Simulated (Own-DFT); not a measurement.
# How strain changes the stress of diamond-structure GeSn with randomly placed atoms, 64 atoms (Ge60Sn4)

All numbers below are calculated, not measured. They come from Own-DFT, an in-house plane-wave density functional program, since retired, whose code no person has reviewed. Each row is one single-point run on a periodic cell that was not relaxed, without spin or spin-orbit coupling.

Settings of every run: PBE; PseudoDojo norm-conserving scalar-relativistic files; cutoff 49 hartree; 3 x 3 x 3 k mesh centred on Gamma; Fermi-Dirac smearing of 0.1 eV.

Known limits: forces on such cells moved up to 12 meV/angstrom on a denser k mesh; stress not checked against mesh or cutoff.

Unstrained cell vectors in Å: (11.420, 0.000, 0.000); (0.000, 11.420, 0.000); (0.000, 0.000, 11.420). The unstrained cell has measured lattice constants (interpolated for alloys), not those of this functional. That, the random moves and any unrelaxed bonds set the pressure at no strain. Each run strains this cell uniformly, with the atoms carried along. Every atom was also moved at random, by a Gaussian of width 0.05 Å on each axis. The random placing of the alloy's atoms differs from row to row. Strain is the symmetric tensor, in per cent. Stress is positive in tension, and the pressure is minus a third of its trace.

| run | e_xx (%) | e_yy (%) | e_zz (%) | s_xx (GPa) | s_yy (GPa) | s_zz (GPa) | P (GPa) | E (meV/atom) |
|---|---|---|---|---|---|---|---|---|
| 1 | -0.50 | -0.50 | 0.00 | -5.63 | -5.76 | -5.31 | 5.57 | 21.8 |
| 2 | -3.00 | -3.00 | 0.00 | -10.98 | -10.99 | -9.12 | 10.37 | 99.7 |
| 3 | 1.00 | 1.00 | 0.00 | -3.17 | -3.18 | -3.79 | 3.38 | 6.6 |
| 4 | -1.50 | -1.50 | 0.00 | -7.55 | -7.67 | -6.62 | 7.28 | 42.5 |
| 5 | 2.00 | 2.00 | 0.00 | -1.70 | -1.68 | -2.83 | 2.07 | 0.0 |
| 6 | -1.25 | -1.25 | 0.00 | -7.12 | -7.30 | -6.42 | 6.94 | 45.4 |
| 7 | 1.25 | 1.25 | 0.00 | -2.83 | -2.87 | -3.58 | 3.10 | 5.7 |
| 8 | -2.00 | -2.00 | 0.00 | -8.69 | -8.65 | -7.29 | 8.21 | 56.3 |
| 9 | -0.25 | -0.25 | 0.00 | ? | ? | ? | ? | ? |

E is the free energy for each atom above the lowest run shown.

## Worked fit

The change of volume is close to e_xx + e_yy + e_zz. A straight line through the runs shown gives P = 5.07 - 81 x (fractional change of volume) GPa, with an error of 3 on the slope and a scatter of 0.29 GPa. The strain isn't the same on all axes, but the crystal is cubic, so the slope still estimates the bulk modulus, averaged over pressures from 2.1 to 10.4 GPa.

## Withheld run

Question: what pressure should run 9 give? Its volume changes by -0.50 %.

The line gives 5.5 GPa. The calculation gave 5.21 GPa.
